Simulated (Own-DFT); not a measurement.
## Calculated data, InGa3As4 (zincblende random alloy, strained, atoms displaced)

All values are calculated (Own-DFT development build). A calculation, not a measurement: plane-wave PBE density functional theory by an unreviewed code, no spin, of a simulated periodic cell, stress positive in tension, free energy of the whole cell less one offset for each atom, forces on such cells passed a denser k mesh, this cell's mesh not checked; offsets are fitted by least squares, one for each functional and potential file, so energies compare only between cells with the same atoms and settings and are not formation energies; the far tail of each file's local potential was reset to the Coulomb form; each entry is a single point on an unrelaxed cell, so the pressure reflects the starting lattice, mostly measured values, from which strain is counted, and rises with the displacements; printed positions are rounded, which can move forces by about a meV/angstrom; the program is a retired in-house code; no spin-orbit coupling.

Settings shared by all entries: functional PBE; potential files PseudoDojo norm-conserving, scalar-relativistic, standard set; wave cutoff 42 hartree; occupations Fermi-Dirac; smearing width 0.1 eV; k mesh 3 x 3 x 3 centred on Gamma.

(1) InGa3As4 (zincblende random alloy, strained, atoms displaced)

```
InGa3As4
1.0
     11.2803     0.1577     0.0196
      0.1577    11.3397     0.1401
      0.0196     0.1401    11.3818
Ga In Ga As Ga In Ga As Ga In As Ga In Ga As Ga In Ga In As Ga In As Ga In Ga As Ga As
1 1 2 4 1 1 2 4 3 1 4 2 1 1 4 1 1 1 1 4 3 1 4 1 1 2 4 4 4
Direct
  0.00130 0.00369 0.98987
  0.99843 0.24698 0.24948
  0.25586 0.99202 0.25688
  0.24751 0.25050 0.99454
  0.12102 0.12221 0.12944
  0.12918 0.37856 0.37856
  0.36702 0.12564 0.37953
  0.37730 0.36650 0.13060
  0.00003 0.99744 0.50087
  0.00841 0.24857 0.74954
  0.25450 0.00301 0.74781
  0.25509 0.25368 0.49730
  0.12845 0.12483 0.62748
  0.12189 0.38123 0.86449
  0.38321 0.12180 0.87354
  0.38302 0.37876 0.61964
  0.00158 0.49625 0.00470
  0.99791 0.74966 0.25170
  0.24662 0.49294 0.24717
  0.24792 0.74437 0.00078
  0.12636 0.62185 0.12055
  0.13755 0.87286 0.37080
  0.37600 0.63377 0.37039
  0.37196 0.87983 0.12618
  0.00426 0.50291 0.49429
  0.00376 0.74946 0.75098
  0.24585 0.49832 0.74506
  0.25459 0.74974 0.49433
  0.12322 0.63143 0.62705
  0.11525 0.88100 0.86819
  0.37342 0.61686 0.87773
  0.37151 0.88028 0.62197
  0.49415 0.00081 0.99937
  0.49668 0.24680 0.24656
  0.74161 0.00347 0.24837
  0.75157 0.25400 0.99874
  0.62595 0.13034 0.12597
  0.62879 0.36766 0.37261
  0.87257 0.11898 0.37428
  0.87715 0.37453 0.12255
  0.49249 0.00657 0.50318
  0.50483 0.25710 0.74883
  0.75255 0.00019 0.75314
  0.74906 0.26382 0.50313
  0.62872 0.13124 0.63288
  0.62437 0.37240 0.87255
  0.87705 0.12035 0.88077
  0.87254 0.37724 0.62423
  0.50172 0.50397 0.99651
  0.50270 0.75055 0.25163
  0.75329 0.49513 0.24665
  0.75084 0.74970 0.00326
  0.62478 0.61880 0.13326
  0.62835 0.87152 0.37132
  0.87363 0.62695 0.37751
  0.87594 0.87367 0.12469
  0.49694 0.49616 0.49583
  0.49869 0.75331 0.75342
  0.75980 0.50270 0.74768
  0.75003 0.75709 0.49339
  0.62381 0.61959 0.62429
  0.62468 0.87531 0.87197
  0.86617 0.62732 0.87608
  0.87173 0.86781 0.62654
```

- free energy of cell above offsets: -18.332 eV
- pressure: 8.95 GPa
- stress xx: -9.23 GPa
- stress yy: -8.89 GPa
- stress zz: -8.72 GPa
- stress yz: 2.05 GPa
- stress xz: -0.13 GPa
- stress xy: 2.8 GPa

Force:
| element | x (eV/Å) | y (eV/Å) | z (eV/Å) |
| --- | --- | --- | --- |
| Ga | 0.421 | -0.747 | 2.068 |
| In | 0.371 | 0.484 | 1.432 |
| Ga | -0.153 | 1.39 | -0.64 |
| Ga | 0.088 | -0.274 | 0.382 |
| As | 1.822 | -1.379 | -1.831 |
| As | -0.157 | -0.037 | -0.01 |
| As | -0.128 | -0.806 | -0.257 |
| As | -2.441 | 2.794 | -3.172 |
| Ga | 0.374 | -0.341 | 0.129 |
| In | -1.542 | -0.184 | 0.332 |
| Ga | -0.06 | -0.185 | 0.634 |
| Ga | -0.322 | 0.036 | 1.164 |
| As | 0.96 | -0.92 | -2.204 |
| As | -0.357 | -0.654 | 3.276 |
| As | -1.149 | 1.166 | -0.715 |
| As | -0.396 | -1.362 | -0.343 |
| Ga | -0.148 | 0.674 | -0.746 |
| Ga | 0.593 | -0.125 | -0.007 |
| Ga | 0.744 | 0.695 | 0.1 |
| In | 0.375 | 1.774 | -0.65 |
| As | -1.838 | -1.178 | 1.783 |
| As | -2.081 | -0.25 | 0.458 |
| As | -1.567 | -2.731 | 1.119 |
| As | 0.105 | 0.629 | -0.796 |
| Ga | -0.248 | 0.193 | 1.025 |
| Ga | -0.873 | -0.03 | 0.403 |
| In | 1.695 | 0.504 | -0.347 |
| Ga | -0.056 | -0.054 | 1.123 |
| As | -0.699 | 0.781 | -2.044 |
| As | 0.912 | -0.069 | -0.508 |
| As | 1.201 | 0.742 | -1.067 |
| As | 0.188 | -0.928 | 0.179 |
| Ga | 1.272 | -0.399 | 0.637 |
| In | 1.045 | -1.045 | 2.486 |
| Ga | 0.96 | -0.559 | 0.121 |
| In | 0.374 | -0.446 | 0.344 |
| As | -0.212 | -2.361 | -1.098 |
| As | -1.863 | 2.901 | -1.785 |
| As | -0.599 | -0.812 | 0.526 |
| As | -0.254 | 1.661 | -0.082 |
| Ga | 1.356 | -0.232 | 0.191 |
| Ga | -0.303 | -0.521 | 0.289 |
| Ga | 0.191 | -0.091 | -0.054 |
| In | 1.161 | -2.555 | 0.658 |
| As | -0.899 | -1.224 | -0.204 |
| As | -0.801 | 1.995 | -1.164 |
| As | -0.698 | -0.232 | -1.544 |
| As | 1.625 | 1.792 | 0.308 |
| Ga | 0.474 | -0.93 | 1.016 |
| In | 0.346 | 0.78 | -0.672 |
| Ga | 0.25 | 0.108 | 0.815 |
| Ga | -0.491 | 0.112 | 0.431 |
| As | 0.737 | -0.504 | -2.119 |
| As | -0.255 | 2.191 | 0.993 |
| As | -0.114 | -0.312 | -0.677 |
| As | -0.178 | 0.619 | -0.315 |
| Ga | 0.983 | 0.934 | -0.63 |
| Ga | -0.001 | -0.535 | -0.399 |
| Ga | -0.949 | -0.026 | 0.339 |
| Ga | 0.034 | -1.007 | 1.27 |
| As | -0.133 | 0.722 | -0.398 |
| As | -0.192 | 0.011 | 0.666 |
| As | 1.299 | -0.308 | 0.057 |
| As | 0.2 | 0.667 | -0.278 |

(2) InGa3As4 (zincblende random alloy, strained, atoms displaced)

```
InGa3As4
1.0
     11.5733     0.1636     0.0191
      0.1636    11.6073    -0.1657
      0.0191    -0.1657    11.5381
In Ga In Ga As Ga In Ga As Ga As In Ga As Ga As Ga In Ga In As Ga As Ga In As
1 1 1 1 4 2 1 1 4 4 4 2 2 4 4 4 1 1 1 1 4 4 4 3 1 4
Direct
  0.99821 0.99399 0.00213
  0.98924 0.25213 0.24904
  0.24247 0.99723 0.24903
  0.25201 0.24909 0.99910
  0.13188 0.13114 0.12497
  0.12903 0.38145 0.37824
  0.37943 0.12951 0.37248
  0.37441 0.37527 0.12536
  0.99977 0.99983 0.50523
  0.00308 0.25115 0.74460
  0.24712 0.00389 0.75125
  0.24997 0.24635 0.50250
  0.12681 0.12694 0.62297
  0.12457 0.37457 0.87672
  0.37344 0.12588 0.87858
  0.37552 0.37288 0.62715
  0.00151 0.49788 0.99315
  0.00068 0.74600 0.25471
  0.24138 0.50131 0.25472
  0.24896 0.74686 0.99784
  0.12611 0.61752 0.12377
  0.12418 0.87646 0.36489
  0.38248 0.62691 0.38231
  0.36816 0.87850 0.12143
  0.00389 0.50618 0.49828
  0.99660 0.74853 0.75045
  0.25033 0.50169 0.74750
  0.25870 0.75146 0.50265
  0.12392 0.62664 0.62297
  0.12606 0.86792 0.87601
  0.37431 0.62817 0.86530
  0.37384 0.86811 0.62105
  0.50889 0.99963 0.99881
  0.49905 0.25081 0.24407
  0.74324 0.99796 0.25038
  0.74851 0.24652 0.00442
  0.63014 0.12302 0.12670
  0.62704 0.37440 0.37453
  0.87808 0.12140 0.38223
  0.87385 0.37040 0.12447
  0.50071 0.99524 0.49927
  0.50419 0.25222 0.75585
  0.75213 0.99639 0.74856
  0.74837 0.25544 0.50024
  0.62887 0.12820 0.61531
  0.62437 0.37904 0.87225
  0.87591 0.12424 0.87121
  0.87080 0.38471 0.62531
  0.49825 0.50249 0.99820
  0.50074 0.74467 0.25542
  0.74363 0.50128 0.24930
  0.75117 0.75215 0.99929
  0.62503 0.61814 0.11675
  0.63107 0.86992 0.37195
  0.87458 0.62647 0.36874
  0.87443 0.87584 0.11999
  0.50494 0.50362 0.49898
  0.50179 0.74467 0.75486
  0.74180 0.49221 0.75640
  0.75317 0.75304 0.50333
  0.63212 0.62678 0.61853
  0.62665 0.86831 0.88337
  0.88215 0.62527 0.87244
  0.87465 0.88209 0.62593
```

* free energy of cell above offsets: -22.629 eV
* pressure: 3.57 GPa
* stress xx: -3.5 GPa
* stress yy: -3.52 GPa
* stress zz: -3.69 GPa
* stress yz: -1.32 GPa
* stress xz: 0.43 GPa
* stress xy: 1.25 GPa

Force:
| element | x (eV/Å) | y (eV/Å) | z (eV/Å) |
| --- | --- | --- | --- |
| In | 0.576 | 1.333 | -0.022 |
| Ga | 1.041 | -0.404 | 0.527 |
| In | 0.844 | 1.367 | 0.413 |
| Ga | -0.279 | 0.463 | 0.449 |
| As | -1.215 | 1.19 | -0.469 |
| As | 0.548 | -2.16 | -1.156 |
| As | 0.295 | -0.218 | 0.47 |
| As | -0.067 | 0.403 | -0.235 |
| Ga | 0.336 | -0.113 | -0.409 |
| Ga | -0.734 | 0.431 | 0.345 |
| In | 0.147 | -0.873 | 0.284 |
| Ga | 0.275 | 0.567 | -0.32 |
| As | -0.76 | 0.472 | -0.942 |
| As | 0.646 | -0.305 | -0.757 |
| As | 1.03 | -0.218 | 0.809 |
| As | -0.422 | 0.866 | -1.059 |
| Ga | -0.455 | 0.042 | 0.84 |
| Ga | -0.236 | 0.168 | -0.854 |
| Ga | 1.074 | 0.061 | 0.022 |
| Ga | 0.136 | -0.053 | 0.365 |
| As | -0.17 | 0.607 | -0.23 |
| As | -1.006 | -1.476 | 2.389 |
| As | -0.624 | -0.451 | -0.873 |
| As | 1.998 | -1.515 | -0.914 |
| In | -1.277 | -0.122 | 0.271 |
| In | 0.095 | 0.703 | -0.282 |
| Ga | -0.355 | -0.212 | -0.001 |
| Ga | -1.298 | -0.316 | -0.563 |
| As | 2.346 | 0.423 | 0.044 |
| As | 1.001 | -0.148 | 0.126 |
| As | -0.005 | -0.576 | 0.809 |
| As | 1.416 | 0.5 | 0.4 |
| Ga | -1.038 | 0.172 | 0.527 |
| Ga | 0.079 | 0.153 | 0.413 |
| Ga | 0.927 | -0.079 | 0.305 |
| Ga | 0.184 | 0.211 | -0.54 |
| As | -0.455 | 0.187 | -0.26 |
| As | -1.186 | 1.012 | -1.437 |
| As | 0.39 | -0.548 | -1.488 |
| As | -0.236 | 0.849 | -0.339 |
| Ga | -0.058 | 0.254 | -0.19 |
| In | -0.704 | -0.97 | -0.547 |
| Ga | -0.863 | 0.829 | 0.5 |
| In | 0.722 | -0.026 | 0.182 |
| As | -0.615 | -2.169 | 1.046 |
| As | 0.896 | 0.235 | 1.974 |
| As | -0.455 | 0.661 | -0.576 |
| As | 0.81 | -0.387 | 1.068 |
| Ga | -0.62 | -0.182 | -0.146 |
| Ga | -0.124 | 0.358 | -0.849 |
| Ga | 0.305 | -0.275 | -0.132 |
| Ga | 0.406 | -0.842 | 0.419 |
| As | 0.129 | 0.87 | 0.503 |
| As | -1.309 | 0.994 | -0.771 |
| As | -0.033 | -0.294 | -1.141 |
| As | -0.942 | -1.232 | 1.757 |
| Ga | -0.261 | -0.527 | 0.443 |
| Ga | 0.252 | 0.396 | -0.697 |
| Ga | 0.771 | 1.3 | -0.448 |
| In | 0.359 | 0.088 | -0.194 |
| As | -1.083 | -1.164 | 1.729 |
| As | 0.044 | 0.394 | -1.45 |
| As | -1.927 | -1.281 | 1.013 |
| As | 0.736 | 0.574 | -0.153 |

(3) InGa3As4 (zincblende random alloy, strained, atoms displaced)

```
InGa3As4
1.0
     11.5663     0.0823    -0.0804
      0.0823    11.3343    -0.1243
     -0.0804    -0.1243    11.6114
In Ga As Ga In Ga As In Ga As Ga In Ga As Ga In As Ga In Ga As Ga As Ga As
2 2 4 2 1 1 4 2 2 4 2 1 1 4 3 1 4 1 1 2 4 4 4 4 4
Direct
  0.99384 0.99644 0.00269
  0.99653 0.25021 0.24942
  0.24753 0.99462 0.24956
  0.24985 0.25166 0.00946
  0.11443 0.12541 0.13142
  0.12658 0.36870 0.36867
  0.37795 0.12895 0.37566
  0.38387 0.37420 0.12444
  0.00100 0.00001 0.50079
  0.00328 0.25372 0.75439
  0.24782 0.99387 0.75238
  0.24915 0.25338 0.50510
  0.12821 0.12795 0.61807
  0.12825 0.37541 0.88017
  0.37748 0.13585 0.87141
  0.38090 0.37023 0.62678
  0.00184 0.50485 0.99861
  0.00344 0.75175 0.24597
  0.24765 0.50465 0.24919
  0.25543 0.75123 0.99947
  0.12966 0.63295 0.12607
  0.12306 0.87774 0.37205
  0.36357 0.62366 0.38307
  0.37717 0.87482 0.11762
  0.00141 0.49597 0.50159
  0.00072 0.74909 0.74592
  0.24837 0.51120 0.74846
  0.25240 0.74987 0.50651
  0.12700 0.62625 0.62398
  0.12020 0.87837 0.87084
  0.37451 0.61893 0.86831
  0.37536 0.87964 0.61506
  0.50462 0.99901 0.98921
  0.49842 0.24743 0.24356
  0.74820 0.98614 0.24769
  0.75461 0.24629 0.00068
  0.62092 0.12835 0.12707
  0.62866 0.37031 0.38253
  0.88765 0.13389 0.37984
  0.87272 0.37448 0.12825
  0.50025 0.99117 0.50943
  0.50058 0.24903 0.74852
  0.74453 0.99883 0.74892
  0.74768 0.24443 0.50702
  0.62987 0.12827 0.61832
  0.62618 0.37410 0.87327
  0.87309 0.12355 0.87826
  0.87040 0.38211 0.62856
  0.49966 0.50572 0.00196
  0.49476 0.75641 0.24318
  0.75240 0.49957 0.25429
  0.74671 0.74730 0.00011
  0.62223 0.63161 0.12126
  0.62869 0.87650 0.38151
  0.87287 0.62369 0.36633
  0.86569 0.87274 0.12501
  0.50163 0.49666 0.49821
  0.50015 0.74374 0.74594
  0.74586 0.50363 0.75407
  0.74473 0.74591 0.50095
  0.61930 0.62241 0.62712
  0.63194 0.87242 0.87469
  0.87698 0.61572 0.87544
  0.86916 0.87641 0.62734
```

- free energy of cell above offsets: -20.836 eV
- pressure: 5.12 GPa
- stress xx: -4.98 GPa
- stress yy: -5.64 GPa
- stress zz: -4.75 GPa
- stress yz: -1.38 GPa
- stress xz: -0.64 GPa
- stress xy: 0.83 GPa

Force:
| element | x (eV/Å) | y (eV/Å) | z (eV/Å) |
| --- | --- | --- | --- |
| In | -0.027 | -0.135 | 0.218 |
| In | -0.505 | 0.712 | 0.234 |
| Ga | 0.401 | 0.703 | 0.072 |
| Ga | -0.144 | -0.357 | -0.152 |
| As | 3.07 | -0.881 | -1.137 |
| As | 1.26 | 1.767 | 1.475 |
| As | -0.185 | -0.633 | 0.029 |
| As | -0.824 | 0.872 | 0.078 |
| Ga | -0.239 | 0.016 | 0.129 |
| Ga | -0.365 | -0.277 | -0.364 |
| In | 0.442 | 1.174 | -0.3 |
| Ga | 0.368 | -0.049 | -0.683 |
| As | -0.851 | 0.369 | 0.377 |
| As | 0.67 | -1.179 | -0.558 |
| As | -0.876 | -1.386 | 1.974 |
| As | -1.136 | 1.456 | -1.865 |
| In | 0.228 | -0.984 | 1.603 |
| In | -1.215 | 0.088 | 0.625 |
| Ga | 0.187 | -0.689 | 0.105 |
| Ga | -0.437 | -0.208 | -0.645 |
| As | 1.832 | -0.713 | -1.016 |
| As | 1.216 | 0.464 | 1.536 |
| As | 1.361 | 0.058 | -0.842 |
| As | -0.1 | 0.91 | -0.001 |
| Ga | -0.241 | 0.007 | -0.617 |
| Ga | -0.589 | -0.062 | 0.262 |
| In | -0.489 | -2.731 | -0.424 |
| Ga | -0.873 | 0.294 | -0.634 |
| As | -1.533 | 1.254 | -1.486 |
| As | 0.18 | -2.201 | 0.65 |
| As | 1.913 | 2.24 | 2.169 |
| As | 0.507 | -1.435 | 0.988 |
| Ga | -0.372 | 0.541 | 0.512 |
| Ga | 0.11 | 0.18 | 1.339 |
| Ga | -0.333 | 1.783 | 0.926 |
| In | -1.297 | 0.497 | 0.503 |
| As | 0.182 | -1.618 | 0.094 |
| As | -0.186 | 0.158 | -1.038 |
| As | -2.432 | -2.007 | 1.008 |
| As | -0.301 | 1.762 | 0.046 |
| Ga | 0.56 | 1.413 | -1.394 |
| In | 0.935 | -0.239 | 0.013 |
| Ga | 0.275 | 0.452 | 0.134 |
| Ga | 1.198 | 0.663 | -0.753 |
| As | -0.137 | -1.673 | 0.366 |
| As | 0.193 | 1.744 | 0.571 |
| As | 0.599 | -0.312 | -2.829 |
| As | 0.419 | -0.521 | 0.015 |
| Ga | 0.193 | -0.575 | -0.47 |
| Ga | 0.21 | -0.439 | 1.165 |
| Ga | -0.986 | -0.433 | -0.39 |
| Ga | 0.444 | -0.375 | -0.29 |
| As | 0.239 | -0.542 | 0.689 |
| As | -0.684 | -0.38 | -0.634 |
| As | 0.122 | -0.081 | 1.752 |
| As | -0.436 | -0.46 | -0.518 |
| Ga | -0.543 | -0.119 | 0.075 |
| Ga | -0.42 | 0.842 | 0.416 |
| Ga | -0.233 | -0.357 | -0.102 |
| Ga | 0.417 | -0.285 | 0.075 |
| As | 0.721 | -0.09 | -0.528 |
| As | -0.658 | -0.16 | -0.646 |
| As | -1.391 | 2.462 | -1.423 |
| As | 0.583 | -0.295 | -0.484 |
